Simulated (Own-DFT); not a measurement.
# One trend across several semiconductors

Everything here is calculated. The program is Own-DFT (plane waves, in-house, since retired, never reviewed by a person); positions were held fixed, and spin and spin-orbit coupling were off.

Keep in mind (not all hold for every row): forces on such cells moved up to 12 meV/angstrom on a denser k mesh; k mesh not checked against a denser one; forces on such cells passed a denser k mesh, each cell not checked; stress not checked against mesh or cutoff.

All runs are PBE with PseudoDojo norm-conserving files; cutoff and k mesh are each material's own. Every cell starts from measured lattice constants and was given uniform random strains and small random moves of its atoms. Each triple is the change of volume in per cent, the rms move u in Å and the pressure in GPa.

- 4H SiC (C36Si36), 10.36 Å³/atom unstrained: (-2.80, 0.049, 12.18); (-2.72, 0.048, 11.86); (-1.42, 0.055, 9.44); (-0.57, 0.050, 6.22); (0.43, 0.053, 4.75); (1.13, 0.051, 2.61); (2.98, 0.048, -1.37)
- wurtzite AlN (Al64N64), 10.45 Å³/atom unstrained: (-1.54, 0.049, 8.91); (-1.16, 0.048, 7.89); (-1.01, 0.048, 7.66); (-0.34, 0.049, 6.06); (1.71, 0.050, 2.43); (2.49, 0.046, 0.26); (3.43, 0.050, -1.11)
- wurtzite GaN (Ga48N48), 11.42 Å³/atom unstrained: withheld
- diamond silicon (Si64), 20.02 Å³/atom unstrained: (-3.27, 0.052, 6.36); (-2.51, 0.048, 5.26); (-2.42, 0.054, 5.07); (-1.26, 0.050, 3.91); (-0.90, 0.047, 3.81); (0.02, 0.052, 2.57); (2.65, 0.051, 0.50)
- zincblende GaP (Ga32P32), 20.24 Å³/atom unstrained: (-2.69, 0.048, 6.12); (0.66, 0.049, 2.75); (0.85, 0.048, 2.57); (0.89, 0.049, 2.55); (1.15, 0.051, 2.34); (1.83, 0.051, 2.07); (2.30, 0.048, 1.47)
- zincblende InP (In32P32), 25.27 Å³/atom unstrained: (-2.53, 0.049, 5.79); (-1.94, 0.046, 5.16); (-1.19, 0.050, 4.53); (1.82, 0.049, 2.18); (2.17, 0.048, 2.10); (2.17, 0.048, 2.00); (2.22, 0.049, 2.09)
- grey tin (Sn64), 34.15 Å³/atom unstrained: (-3.63, 0.054, 6.15); (-2.59, 0.047, 5.09); (-1.13, 0.047, 4.33); (-0.81, 0.052, 4.10); (0.16, 0.048, 3.58); (1.35, 0.053, 3.16); (1.96, 0.052, 2.70)

## Worked fit

Fit a line to each set against the fractional change of volume; B is minus its slope, and u is nearly the same within a set. To take it to zero pressure, assume that B rises by 4 GPa for each GPa: B0 = B - 4 x (mean pressure). The bond length of an ideal tetrahedral crystal with the unstrained volume v is d = (√3/4)(8 v)^(1/3). Cohen's empirical rule reads B0 = (1971 - 220 L) d^(-3.5) GPa, with L = 0 for group IV crystals and SiC and 1 for III-V compounds.

```
material,L,d (Å),B (GPa),mean P (GPa),B0 (GPa),rule (GPa)
4H SiC (C36Si36),0,1.888,236 ± 8,6.5,210 ± 8,213
wurtzite AlN (Al64N64),1,1.893,201 ± 5,4.6,183 ± 5,188
wurtzite GaN (Ga48N48),1,1.950,?,?,?,169
diamond silicon (Si64),0,2.352,97 ± 5,3.9,81 ± 5,99
zincblende GaP (Ga32P32),1,2.360,93 ± 5,2.8,82 ± 5,87
zincblende InP (In32P32),1,2.541,77 ± 2,3.4,64 ± 2,67
grey tin (Sn64),0,2.810,58 ± 4,4.2,41 ± 4,53
```

A line through ln[B0/(1971 - 220 L)] against ln d has a slope of -3.9 ± 0.2 and a scatter of 8 %. Against the rule, B0 stands at 99 % for 4H SiC, 97 % for wurtzite AlN, 82 % for diamond silicon, 94 % for zincblende GaP, 95 % for zincblende InP, 78 % for grey tin. PBE tends to make silicon and heavier crystals too soft, and the rule itself is only a guide.

## Withheld run

The question: what B0 does the fitted trend give for wurtzite GaN (Ga48N48)?

The straight line predicts 164 GPa. Its own runs give B = 190 ± 5 GPa at a mean pressure of 9.2 GPa, so B0 = 154 GPa.
